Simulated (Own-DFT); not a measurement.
# What a defect does to the pressure of its cell: wurtzite GaN

Everything here is calculated. The program is Own-DFT (plane waves, in-house, since retired, never reviewed by a person); positions were held fixed, and spin and spin-orbit coupling were off.

Settings: PBE; PseudoDojo norm-conserving scalar-relativistic files; cutoff 42 hartree; 4 x 4 x 3 k mesh centred on Gamma; Fermi-Dirac smearing of 0.1 eV.

Known weak points (not all hold for every row): not probed for a lower state with spin; forces not confirmed at this smearing and k mesh; stress not checked against mesh or cutoff.

All runs share one cell, with vectors in Å (9.567, 0.000, 0.000); (-4.784, 8.285, 0.000); (0.000, 0.000, 10.370) and a volume of 822.0 Å³. u is the rms random offset of the atoms per axis. The defect's site can differ from row to row.

```
cell,formula,u (Å),P (GPa)
no defect,Ga36N36,0.0201,5.94
no defect,Ga36N36,0.0201,5.91
no defect,Ga36N36,0.0504,7.92
one N on a Ga site,Ga35N37,0.0307,5.40
one N on a Ga site,Ga35N37,0.0311,5.41
one N on a Ga site,Ga35N37,0.0505,6.77
one Ga on an N site,Ga37N35,0.0292,?
one Ga on an N site,Ga37N35,0.0338,12.20
one Ga on an N site,Ga37N35,0.0480,13.07
one Ga on an N site,Ga37N35,0.0520,13.49
```

## Worked fit

P = P0 + c u² + a shift for each defect gives P0 = 5.60 GPa, c = 882 ± 26 GPa/Å² and a scatter of 0.06 GPa. The shifts, and each times the cell's volume:

- one Ga on an N site: 5.50 ± 0.06 GPa, 28.2 eV
- one N on a Ga site: -1.06 ± 0.05 GPa, -5.4 eV

Positive is outwards. The product with the volume (160.2 GPa Å³ to the eV) is nearly free of the cell's size; divided by the bulk modulus at the cell's pressure it gives the volume that the defect adds. The atoms around the defects weren't relaxed, which would change these numbers.

## Test on the hidden row

Q: what pressure belongs in the blank (one Ga on an N site, u = 0.0292 Å)?

Estimate: 11.86 ± 0.08 GPa. DFT gave 12.01 GPa.
